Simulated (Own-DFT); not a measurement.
## Calculated data, GaP (zincblende, strongly disordered by large displacements), InAs (zincblende, strongly disordered by large displacements)

A calculation, not a measurement: plane-wave PBE density functional theory by an unreviewed code, no spin, of a simulated periodic cell, stress positive in tension, free energy of the whole cell less one offset for each atom, forces on such cells passed a denser k mesh, this cell's mesh not checked; broken bonds can close the gap or carry spin, so checks made on this kind of crystal may not hold here; offsets are fitted by least squares, one for each functional and potential file, so energies compare only between cells with the same atoms and settings and are not formation energies; the far tail of each file's local potential was reset to the Coulomb form; each entry is a single point on an unrelaxed cell, so the pressure reflects the starting lattice, mostly measured values (interpolated for alloys), from which strain is counted, and rises with the displacements; printed positions are rounded, which can move forces by about a meV/angstrom; the program, named Own-DFT, is a retired in-house code; no spin-orbit coupling. Program: Own-DFT development build.

Settings shared by all entries: functional PBE; potential files PseudoDojo norm-conserving, scalar-relativistic, standard set; wave cutoff 42 hartree; occupations Fermi-Dirac; smearing width 0.1 eV; k mesh 3 x 3 x 3 centred on Gamma.

(1) 
```cif
# cell vector a (Å): 10.9010 0.0000 0.0000
# cell vector b (Å): 0.0000 10.9010 0.0000
# cell vector c (Å): 0.0000 0.0000 10.9010
data_GaP
_symmetry_space_group_name_H-M 'P 1'
_symmetry_Int_Tables_number 1
_cell_length_a 10.9010
_cell_length_b 10.9010
_cell_length_c 10.9010
_cell_angle_alpha 90.000
_cell_angle_beta 90.000
_cell_angle_gamma 90.000
_cell_volume 1295.39
loop_
_atom_site_label
_atom_site_type_symbol
_atom_site_fract_x
_atom_site_fract_y
_atom_site_fract_z
_atom_site_occupancy
Ga1 Ga 0.00764 0.02374 0.97412 1
Ga2 Ga 0.00828 0.24019 0.25200 1
Ga3 Ga 0.28435 0.01226 0.28107 1
Ga4 Ga 0.24101 0.26271 0.98247 1
P1 P 0.10111 0.11699 0.09606 1
P2 P 0.11811 0.39236 0.40933 1
P3 P 0.38450 0.11509 0.38072 1
P4 P 0.38123 0.39135 0.11880 1
Ga5 Ga 0.01339 0.03491 0.48541 1
Ga6 Ga 0.98248 0.24101 0.76506 1
Ga7 Ga 0.25699 0.98511 0.71852 1
Ga8 Ga 0.27701 0.27113 0.51846 1
P5 P 0.11809 0.12455 0.60297 1
P6 P 0.11433 0.35651 0.87653 1
P7 P 0.34901 0.10701 0.85798 1
P8 P 0.37103 0.36053 0.62717 1
Ga9 Ga 0.98356 0.48268 0.99362 1
Ga10 Ga 0.99936 0.75484 0.24642 1
Ga11 Ga 0.25374 0.49715 0.25148 1
Ga12 Ga 0.26261 0.74592 0.99396 1
P9 P 0.10183 0.61263 0.11303 1
P10 P 0.11926 0.88266 0.38960 1
P11 P 0.39361 0.63339 0.39946 1
P12 P 0.36482 0.88103 0.14383 1
Ga13 Ga 0.01350 0.51709 0.50411 1
Ga14 Ga 0.99654 0.75426 0.76622 1
Ga15 Ga 0.24351 0.51825 0.77139 1
Ga16 Ga 0.24602 0.74343 0.49936 1
P13 P 0.13745 0.63690 0.62356 1
P14 P 0.12630 0.85943 0.86823 1
P15 P 0.37109 0.64529 0.88085 1
P16 P 0.37960 0.84531 0.64963 1
Ga17 Ga 0.48187 0.98470 0.99081 1
Ga18 Ga 0.51708 0.21196 0.23735 1
Ga19 Ga 0.73848 0.98685 0.25935 1
Ga20 Ga 0.77443 0.22764 0.02854 1
P17 P 0.62607 0.13478 0.11454 1
P18 P 0.62738 0.39809 0.35112 1
P19 P 0.88932 0.12635 0.34456 1
P20 P 0.84607 0.35281 0.11619 1
Ga21 Ga 0.49365 0.00038 0.49408 1
Ga22 Ga 0.52507 0.24848 0.76019 1
Ga23 Ga 0.74639 0.02044 0.76656 1
Ga24 Ga 0.77209 0.24297 0.47922 1
P21 P 0.64423 0.14249 0.59519 1
P22 P 0.64245 0.35791 0.91049 1
P23 P 0.89124 0.14012 0.87985 1
P24 P 0.86978 0.34044 0.65285 1
Ga25 Ga 0.51419 0.50271 0.02752 1
Ga26 Ga 0.52533 0.74291 0.24512 1
Ga27 Ga 0.74650 0.50094 0.28167 1
Ga28 Ga 0.73850 0.75665 0.99270 1
P25 P 0.63772 0.61201 0.16057 1
P26 P 0.62079 0.83992 0.38068 1
P27 P 0.88278 0.64069 0.40437 1
P28 P 0.88305 0.89110 0.12758 1
Ga29 Ga 0.49495 0.50993 0.50998 1
Ga30 Ga 0.48836 0.75804 0.74360 1
Ga31 Ga 0.75392 0.51694 0.74515 1
Ga32 Ga 0.72244 0.76636 0.52870 1
P29 P 0.61408 0.63038 0.64107 1
P30 P 0.61139 0.91141 0.88001 1
P31 P 0.85978 0.63831 0.84366 1
P32 P 0.87789 0.88504 0.64908 1
_calc_hardware 'one NVIDIA H100'
_calc_free_energy_of_cell_above_offsets '0.163'  # eV
_calc_pressure 10.95  # GPa
_calc_stress_xx -11.58  # GPa
_calc_stress_yy -10.42  # GPa
_calc_stress_zz -10.84  # GPa
_calc_stress_yz -1.7  # GPa
_calc_stress_xz -2.54  # GPa
_calc_stress_xy -1.74  # GPa
_calc_wall_time 593.1  # s
```

Force:
```
element  x (eV/Å)  y (eV/Å)  z (eV/Å)
     Ga    -0.961    -6.897    -1.731
     Ga     1.993     3.362    -2.513
     Ga    -7.078    -5.267    -4.791
     Ga     2.518    -2.476     2.614
      P     5.884     4.199     5.776
      P     3.091    -3.831    -3.993
      P     2.956     7.393      3.05
      P    -2.016    -3.393     1.186
     Ga    -3.857    -3.819    -2.363
     Ga     6.095     1.636    -3.558
     Ga    -2.611     0.833      0.88
     Ga    -7.311    -5.942    -6.976
      P     4.301     3.159     4.994
      P    -1.028     3.768    -2.169
      P     1.892     1.698     1.038
      P     6.971     6.846     7.905
     Ga     -1.06     0.146    -0.116
     Ga     0.043    -0.124     0.372
     Ga    -0.794     0.801     0.798
     Ga    -3.863     2.376     3.547
      P     1.721     0.717     0.878
      P     1.392    -0.538    -1.416
      P     -2.13     0.991    -3.576
      P     1.432    -1.678    -1.154
     Ga    -2.328     1.083     2.584
     Ga     0.693    -0.055    -2.659
     Ga    -0.571    -1.517    -1.026
     Ga     1.183     1.712    -0.846
      P    -1.873    -1.228     2.578
      P     1.304      2.71     1.246
      P     3.949    -3.553     -1.15
      P     -6.31     6.425    -9.116
     Ga    -3.372     2.828     2.951
     Ga    -3.313     4.628     3.636
     Ga     0.214     0.043    -0.626
     Ga     -3.59    -5.898    -6.447
      P     0.991    -5.683    -2.125
      P    -6.793    -7.431     5.777
      P    -3.287    -2.323     2.452
      P     6.579      9.82       7.2
     Ga      2.47      -2.5     2.471
     Ga    -0.988    -0.275    -0.353
     Ga     0.875     0.311    -1.705
     Ga     0.454     2.013     -0.76
      P    -2.098    -2.144     2.272
      P    -0.726     1.468    -1.664
      P     -6.24    -3.452     2.151
      P    -2.486     4.393    -3.867
     Ga     1.105     0.669    -2.015
     Ga    -4.472     0.524    -0.354
     Ga     8.643      4.29    -2.614
     Ga     0.599     0.448     0.883
      P      0.76     0.839    -4.806
      P     0.114      5.01     0.346
      P    -1.475      0.17    -1.169
      P      -0.9    -0.663    -1.236
     Ga     1.231    -2.588      0.88
     Ga     7.432    -4.695      7.27
     Ga    -1.637    -4.355    -0.974
     Ga      3.64     -0.67      1.53
      P    -0.184    -1.148    -0.313
      P     2.774    -4.115    -2.362
      P     1.053    -0.017     4.768
      P    -1.006     0.964     -1.49
```

(2) 
```cif
# cell vector a (Å): 10.9010 0.0000 0.0000
# cell vector b (Å): 0.0000 10.9010 0.0000
# cell vector c (Å): 0.0000 0.0000 10.9010
data_GaP
_symmetry_space_group_name_H-M 'P 1'
_symmetry_Int_Tables_number 1
_cell_length_a 10.9010
_cell_length_b 10.9010
_cell_length_c 10.9010
_cell_angle_alpha 90.000
_cell_angle_beta 90.000
_cell_angle_gamma 90.000
_cell_volume 1295.39
loop_
_atom_site_label
_atom_site_type_symbol
_atom_site_fract_x
_atom_site_fract_y
_atom_site_fract_z
_atom_site_occupancy
Ga1 Ga 0.01944 0.99724 0.98564 1
Ga2 Ga 0.98567 0.29152 0.25057 1
Ga3 Ga 0.23573 0.01467 0.26695 1
Ga4 Ga 0.25300 0.24179 0.96751 1
P1 P 0.10951 0.10491 0.13036 1
P2 P 0.11773 0.36013 0.36593 1
P3 P 0.36139 0.10228 0.37941 1
P4 P 0.39215 0.37694 0.10388 1
Ga5 Ga 0.98335 0.99962 0.51933 1
Ga6 Ga 0.01522 0.27048 0.75777 1
Ga7 Ga 0.28019 0.99291 0.74764 1
Ga8 Ga 0.22648 0.26709 0.47737 1
P5 P 0.14805 0.10083 0.64706 1
P6 P 0.13361 0.39548 0.89974 1
P7 P 0.41868 0.10367 0.88430 1
P8 P 0.38045 0.36926 0.63757 1
Ga9 Ga 0.03344 0.51623 0.01145 1
Ga10 Ga 0.99216 0.75759 0.23654 1
Ga11 Ga 0.22115 0.46398 0.22944 1
Ga12 Ga 0.26049 0.76591 0.96211 1
P9 P 0.12409 0.63930 0.12349 1
P10 P 0.12035 0.89155 0.38030 1
P11 P 0.40688 0.61767 0.38740 1
P12 P 0.39611 0.88295 0.12751 1
Ga13 Ga 0.97000 0.49870 0.50037 1
Ga14 Ga 0.98427 0.75791 0.73160 1
Ga15 Ga 0.25574 0.51485 0.75006 1
Ga16 Ga 0.23866 0.76253 0.50977 1
P13 P 0.11012 0.61090 0.61329 1
P14 P 0.11151 0.88774 0.85441 1
P15 P 0.35341 0.61879 0.85684 1
P16 P 0.40513 0.84746 0.63901 1
Ga17 Ga 0.54356 0.99425 0.99552 1
Ga18 Ga 0.51017 0.24215 0.28249 1
Ga19 Ga 0.73335 0.98919 0.27034 1
Ga20 Ga 0.80337 0.21835 0.98852 1
P17 P 0.65622 0.11815 0.12246 1
P18 P 0.60887 0.39434 0.38402 1
P19 P 0.84292 0.10916 0.34984 1
P20 P 0.84218 0.36250 0.08619 1
Ga21 Ga 0.46308 0.02436 0.50528 1
Ga22 Ga 0.55018 0.25334 0.75814 1
Ga23 Ga 0.76853 0.00822 0.75698 1
Ga24 Ga 0.73235 0.21193 0.50838 1
P21 P 0.62171 0.13800 0.63714 1
P22 P 0.61399 0.35325 0.89151 1
P23 P 0.90810 0.13100 0.87345 1
P24 P 0.88085 0.38306 0.61818 1
Ga25 Ga 0.52859 0.46221 0.01092 1
Ga26 Ga 0.51373 0.75143 0.24006 1
Ga27 Ga 0.72185 0.46388 0.24354 1
Ga28 Ga 0.74888 0.75594 0.98940 1
P25 P 0.64707 0.63990 0.14599 1
P26 P 0.62021 0.88834 0.36450 1
P27 P 0.89881 0.63483 0.37120 1
P28 P 0.82920 0.90637 0.11941 1
Ga29 Ga 0.48586 0.48762 0.48062 1
Ga30 Ga 0.51514 0.73899 0.72296 1
Ga31 Ga 0.74154 0.51248 0.72965 1
Ga32 Ga 0.76431 0.75765 0.51661 1
P29 P 0.62552 0.59636 0.60844 1
P30 P 0.64975 0.88512 0.86242 1
P31 P 0.87642 0.62318 0.87607 1
P32 P 0.87947 0.87808 0.65549 1
_calc_hardware 'one NVIDIA H100'
_calc_free_energy_of_cell_above_offsets '3.856'  # eV
_calc_pressure 11.56  # GPa
_calc_stress_xx -10.41  # GPa
_calc_stress_yy -11.87  # GPa
_calc_stress_zz -12.4  # GPa
_calc_stress_yz -0.97  # GPa
_calc_stress_xz -0.88  # GPa
_calc_stress_xy 1.56  # GPa
_calc_wall_time 588.1  # s
```

Force:
```
element  x (eV/Å)  y (eV/Å)  z (eV/Å)
     Ga    -1.889     -0.17     2.256
     Ga    -3.629     -3.67     -3.49
     Ga    -0.614    -2.143    -3.236
     Ga     1.598    -1.321     1.928
      P     0.864     2.948     0.044
      P    -2.168     4.263     0.166
      P     -1.01     6.452    -2.333
      P    -4.614    -3.235     3.584
     Ga     0.905     0.838    -1.235
     Ga     0.857     0.221    -0.643
     Ga      1.79    -1.075     1.772
     Ga      4.66    -4.474     5.491
      P    -2.497     3.354    -2.515
      P     0.873    -2.015    -3.463
      P    -2.746      1.95    -2.108
      P    -0.557    -0.207    -1.107
     Ga    -4.799    -0.368    -0.817
     Ga    -0.179     1.832    -0.337
     Ga     2.872     2.389    -1.347
     Ga    -0.327     0.895      1.92
      P     2.593     1.579     1.675
      P    -1.122    -1.498     0.639
      P    -5.349      5.68    -4.171
      P    -1.436     0.041    -1.114
     Ga     2.933     1.693     -2.09
     Ga     4.884    -6.247     4.008
     Ga    -3.865    -4.108    -4.327
     Ga     1.028    -1.347    -0.465
      P     0.828     1.234     0.744
      P       2.3    -2.221    -1.087
      P     6.297     3.721     3.781
      P    -6.406     6.325    -4.919
     Ga    -0.985    -0.556     2.359
     Ga     -0.62    -0.584     -2.44
     Ga    -0.062     0.284    -4.411
     Ga    -6.591    -1.875     1.352
      P    -1.039     1.329     0.252
      P      3.53    -5.492    -0.274
      P     5.368     5.314     4.706
      P     3.387     7.024     5.514
     Ga     4.902    -4.423      4.69
     Ga    -6.428    -0.172    -0.752
     Ga    -0.488     2.075     0.191
     Ga     3.543     3.298    -3.967
      P     -0.34    -6.245    -0.971
      P     6.724     1.309     0.547
      P      2.24     -2.88    -5.005
      P    -2.426    -4.026     2.436
     Ga     0.163     6.486     1.527
     Ga    -1.751     0.018     1.558
     Ga     2.321     2.034    -2.173
     Ga      0.72    -0.976     0.919
      P     0.571    -2.288    -2.593
      P    -4.223    -3.869     5.702
      P    -2.748     -0.28     0.077
      P     4.093    -2.227    -1.877
     Ga    -1.538    -1.657     6.658
     Ga     4.467    -4.788     4.874
     Ga     2.872    -2.134     3.912
     Ga    -0.878    -0.515    -1.526
      P    -1.405     3.126    -1.908
      P    -1.683    -2.181    -0.868
      P     0.312    -0.043    -0.456
      P    -4.084     3.596    -5.258
```

(3) 
```cif
# cell vector a (Å): 12.1166 0.0000 0.0000
# cell vector b (Å): 0.0000 12.1166 0.0000
# cell vector c (Å): 0.0000 0.0000 12.1166
data_InAs
_symmetry_space_group_name_H-M 'P 1'
_symmetry_Int_Tables_number 1
_cell_length_a 12.1166
_cell_length_b 12.1166
_cell_length_c 12.1166
_cell_angle_alpha 90.000
_cell_angle_beta 90.000
_cell_angle_gamma 90.000
_cell_volume 1778.86
loop_
_atom_site_label
_atom_site_type_symbol
_atom_site_fract_x
_atom_site_fract_y
_atom_site_fract_z
_atom_site_occupancy
In1 In 0.02710 0.99353 0.99835 1
In2 In 0.00669 0.25176 0.24038 1
In3 In 0.26882 0.99643 0.23450 1
In4 In 0.22092 0.25360 0.01534 1
As1 As 0.10834 0.12325 0.14748 1
As2 As 0.13726 0.39124 0.40903 1
As3 As 0.34940 0.11176 0.38815 1
As4 As 0.37520 0.36681 0.13357 1
In5 In 0.01337 0.00735 0.50538 1
In6 In 0.98710 0.25936 0.73413 1
In7 In 0.24494 0.00897 0.73821 1
In8 In 0.21406 0.24900 0.49732 1
As5 As 0.13395 0.12037 0.62417 1
As6 As 0.14521 0.35913 0.85651 1
As7 As 0.35736 0.08662 0.88602 1
As8 As 0.36795 0.39286 0.63697 1
In9 In 0.98349 0.49638 0.01819 1
In10 In 0.00756 0.75369 0.24834 1
In11 In 0.21377 0.51952 0.24943 1
In12 In 0.24378 0.78048 0.98808 1
As9 As 0.11133 0.61161 0.10440 1
As10 As 0.12831 0.89545 0.37032 1
As11 As 0.36242 0.63889 0.36162 1
As12 As 0.38241 0.83988 0.14110 1
In13 In 0.02446 0.50071 0.50111 1
In14 In 0.98856 0.76621 0.75522 1
In15 In 0.24546 0.47646 0.72372 1
In16 In 0.25971 0.75911 0.53503 1
As13 As 0.14034 0.62224 0.61010 1
As14 As 0.11967 0.87923 0.87063 1
As15 As 0.37307 0.64381 0.86259 1
As16 As 0.39409 0.87605 0.59833 1
In17 In 0.51244 0.00135 0.00590 1
In18 In 0.51930 0.23664 0.22045 1
In19 In 0.76574 0.99484 0.24433 1
In20 In 0.75227 0.25998 0.99637 1
As17 As 0.64918 0.13798 0.11878 1
As18 As 0.62583 0.37292 0.39348 1
As19 As 0.86483 0.09985 0.35669 1
As20 As 0.88488 0.38583 0.11138 1
In21 In 0.50730 0.97985 0.50423 1
In22 In 0.49584 0.24948 0.77170 1
In23 In 0.73450 0.01404 0.75523 1
In24 In 0.73856 0.26861 0.49623 1
As21 As 0.61043 0.10701 0.61124 1
As22 As 0.62405 0.34672 0.88393 1
As23 As 0.86744 0.13574 0.86660 1
As24 As 0.87303 0.37161 0.61669 1
In25 In 0.50302 0.52875 0.01578 1
In26 In 0.51385 0.74162 0.22420 1
In27 In 0.76965 0.52652 0.27947 1
In28 In 0.75244 0.75115 0.00319 1
As25 As 0.64753 0.62080 0.12617 1
As26 As 0.63161 0.86325 0.39939 1
As27 As 0.88285 0.62007 0.36448 1
As28 As 0.85017 0.88086 0.08498 1
In29 In 0.48478 0.48964 0.53050 1
In30 In 0.50893 0.71608 0.75245 1
In31 In 0.75029 0.51605 0.74711 1
In32 In 0.74335 0.75386 0.51307 1
As29 As 0.64096 0.58817 0.63591 1
As30 As 0.63189 0.84674 0.89368 1
As31 As 0.87737 0.63089 0.90162 1
As32 As 0.89154 0.87876 0.62389 1
_calc_hardware 'one NVIDIA H200'
_calc_free_energy_of_cell_above_offsets '3.650'  # eV
_calc_pressure 10.19  # GPa
_calc_stress_xx -11.64  # GPa
_calc_stress_yy -9.69  # GPa
_calc_stress_zz -9.22  # GPa
_calc_stress_yz 0.44  # GPa
_calc_stress_xz -2.17  # GPa
_calc_stress_xy 0.1  # GPa
_calc_wall_time 1152  # s
```

Force:
```
element  x (eV/Å)  y (eV/Å)  z (eV/Å)
     In    -2.991     1.954     1.118
     In    -2.845     2.593     2.936
     In    -0.392    -0.117      0.42
     In     1.687    -0.729     0.181
     As     2.839    -2.756    -2.383
     As     0.684    -0.607    -6.419
     As     1.862     0.754    -0.205
     As    -0.805     1.243    -0.346
     In    -1.374     -0.35     -1.51
     In     1.406    -1.248     1.547
     In     1.759    -2.571      0.26
     In     3.978    -2.349      0.91
     As    -2.378     1.384      0.78
     As    -2.341     0.358     0.478
     As     0.872     2.321     1.068
     As     4.352    -8.459    -2.306
     In     3.616     2.467    -5.854
     In    -0.278     0.771    -0.578
     In     2.504    -1.081     0.977
     In     1.687    -2.332     1.031
     As     1.737     3.507     0.285
     As     0.517    -1.592    -0.095
     As      0.59     -0.45     0.931
     As    -3.331     4.073    -2.986
     In    -5.547     2.399     1.805
     In     0.485    -2.588     0.609
     In    -5.512     5.733     5.259
     In    -1.167    -0.622      -3.8
     As     -1.51     0.627     2.794
     As     0.699     0.166    -2.471
     As     -3.07    -2.364      2.49
     As    -2.039    -1.979     6.258
     In     0.034     -1.02     0.063
     In     -2.48     1.667     3.188
     In    -3.078    -3.203     -2.58
     In     2.815    -0.432     0.626
     As      0.62    -3.348    -0.245
     As      -3.2     3.015    -3.823
     As     3.382     4.636       4.3
     As    -4.898    -5.221     5.333
     In     0.991     3.546    -4.023
     In    -1.949    -1.988    -1.674
     In     0.258     -1.38      0.12
     In      2.42    -4.293     1.836
     As     1.218     3.088     1.685
     As    -0.748     4.521    -0.771
     As      1.37    -0.706     0.562
     As     -0.09     2.162    -0.477
     In    -1.593    -1.952    -1.375
     In     2.776    -2.158     4.258
     In    -7.362    -7.046    -5.229
     In    -1.071    -4.297    -0.195
     As     0.754    -0.638     0.809
     As    -0.545     0.509    -4.384
     As      6.99     6.126     6.437
     As     4.605     3.863     3.659
     In     2.281      2.38    -4.442
     In     2.377     2.628    -1.937
     In     6.429    -4.964     7.157
     In     2.188    -2.047      1.44
     As    -5.732     5.343    -6.434
     As    -2.855     2.922    -3.515
     As      0.52    -0.788    -3.015
     As    -2.119     0.919     -0.54
```
